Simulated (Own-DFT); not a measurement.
# How strain changes the stress of grey tin, 32 atoms (Sn32)

Calculated results; nothing here was measured. The program, named Own-DFT, is a retired in-house plane-wave density functional code that no person has reviewed. Each row is one single-point run on a periodic cell that was not relaxed, without spin or spin-orbit coupling.

Settings of every run: PBE; PseudoDojo norm-conserving scalar-relativistic files; cutoff 42 hartree; 3 x 3 x 5 k mesh centred on Gamma; cold (Marzari-Vanderbilt) smearing of 0.2 eV.

Known limits: forces on such cells failed a check on a denser k mesh; stress not checked against mesh or cutoff.

Unstrained cell vectors in Å: (12.978, 0.000, 0.000); (0.000, 12.978, 0.000); (0.000, 0.000, 6.489). The unstrained cell has measured lattice constants (interpolated for alloys), not those of this functional. That, the random moves and any unrelaxed bonds set the pressure at no strain. Each run strains this cell uniformly, with the atoms carried along. Every atom was also moved at random, by a Gaussian of width 0.05 Å on each axis. Strain is the symmetric tensor, in per cent. Stress is positive in tension, and the pressure is minus a third of its trace.

| run | e_xx (%) | e_yy (%) | e_zz (%) | e_yz (%) | e_xz (%) | e_xy (%) | s_xx (GPa) | s_yy (GPa) | s_zz (GPa) | s_yz (GPa) | s_xz (GPa) | s_xy (GPa) | P (GPa) | E (meV/atom) |
|---|---|---|---|---|---|---|---|---|---|---|---|---|---|---|
| 1 | 0.20 | -0.02 | 1.15 | -1.94 | -0.04 | 0.11 | -3.10 | -3.21 | -2.84 | -2.15 | 0.23 | 0.44 | 3.05 | 20.2 |
| 2 | 1.93 | -0.95 | -0.16 | -0.99 | -0.42 | -1.24 | -2.93 | -3.65 | -3.52 | -0.92 | -0.23 | -1.21 | 3.36 | 29.1 |
| 3 | 0.32 | -1.36 | -0.39 | 1.22 | 0.87 | 0.34 | -4.19 | -4.73 | -4.47 | 1.61 | 1.10 | 0.14 | 4.46 | 37.7 |
| 4 | 2.00 | 1.45 | 1.03 | -1.74 | 0.61 | 0.64 | -1.47 | -1.58 | -1.76 | -1.94 | 1.05 | 0.95 | 1.60 | 0.0 |
| 5 | 0.78 | -0.07 | 0.95 | -0.73 | 0.63 | -0.77 | -2.81 | -3.06 | -2.82 | -1.04 | 0.79 | -0.68 | 2.90 | 17.4 |
| 6 | 1.80 | 0.42 | -0.53 | 0.13 | 0.73 | -0.91 | -2.52 | -2.93 | -3.16 | 0.24 | 1.13 | -0.69 | 2.87 | 17.2 |
| 7 | 1.30 | -0.63 | -1.09 | -0.49 | -0.06 | -1.89 | -3.58 | -4.16 | -4.25 | -0.63 | -0.24 | -2.69 | 4.00 | 34.4 |
| 8 | 1.60 | -1.19 | 1.50 | -0.46 | 1.92 | 0.18 | -2.52 | -3.25 | -2.53 | -0.74 | 2.08 | 0.24 | 2.76 | 13.0 |
| 9 | 0.05 | 0.77 | -1.90 | 1.54 | 1.53 | -0.01 | -4.38 | -4.12 | -4.84 | 1.61 | 2.50 | -0.40 | 4.45 | 47.9 |
| 10 | 1.16 | 0.76 | -1.71 | -1.62 | -0.96 | -0.50 | -3.31 | -3.42 | -4.03 | -1.78 | 0.06 | -0.28 | 3.59 | 25.5 |
| 11 | -0.20 | -0.11 | -0.67 | 0.74 | -1.97 | 0.16 | -4.35 | -4.30 | -4.45 | 0.71 | -2.58 | 0.71 | 4.36 | 44.9 |
| 12 | 0.29 | -1.64 | 1.35 | -1.66 | 1.25 | -0.09 | -3.67 | -4.17 | -3.32 | -1.64 | 0.35 | 0.04 | 3.72 | 31.3 |
| 13 | -1.78 | 0.64 | -1.45 | -0.94 | -0.35 | 1.91 | -5.51 | -4.64 | -5.31 | -0.24 | -0.34 | 2.38 | 5.15 | 54.0 |
| 14 | 0.32 | 0.97 | 1.82 | 1.86 | -1.47 | -1.05 | -2.38 | -2.21 | -2.01 | 1.98 | -1.32 | -0.32 | 2.20 | 6.4 |
| 15 | -0.76 | 0.88 | -1.09 | -1.06 | 1.47 | -2.00 | -4.48 | -3.94 | -4.49 | -1.11 | 1.18 | -2.14 | 4.30 | 39.2 |
| 16 | 0.25 | 0.04 | -1.36 | 1.00 | -0.99 | 1.84 | -4.18 | -4.39 | -4.73 | 2.24 | -1.79 | 1.96 | 4.44 | 47.8 |
| 17 | 0.23 | 0.57 | -1.47 | 0.45 | 1.88 | -1.34 | ? | ? | ? | ? | ? | ? | ? | ? |

E is the free energy for each atom above the lowest run shown.

## Worked fit

Each stress component was fitted by least squares to a constant and the strains of the runs shown, as fractions, with shears doubled. Shear strains stay in the fit of a normal stress only where such slopes are resolved. The slopes, in GPa:

```
stress,at no strain,per e_xx,per e_yy,per e_zz,scatter
s_xx,-3.8,72 ± 2,38 ± 2,43 ± 2,0.07
s_yy,-3.8,42 ± 2,67 ± 2,43 ± 2,0.07
s_zz,-3.8,42 ± 2,39 ± 2,70 ± 2,0.08
```

Each shear stress against twice its own strain: yz 55 ± 3, xz 56 ± 6, xy 55 ± 3 GPa. These are stiffnesses along x, y and z of the frame in which the cell vectors are given, which need not be the crystal's axes. The atoms are held to the strained lattice; where symmetry lets them move under strain, relaxing them would lower some slopes. The table should be nearly symmetric about its diagonal, and what it lacks of that shows the noise. A ninth of its sum, 51 ± 1 GPa, estimates the bulk modulus near the mean pressure of these runs, 3.6 GPa, so it lies above the value at zero pressure.

## Withheld run

Question: what normal stresses and pressure should run 17 give?

The fit gives s_xx = -4.1, s_yy = -3.9, s_zz = -4.5 and P = 4.2 GPa. The calculation gave -3.96, -3.71, -4.35 and P = 4.01 GPa.
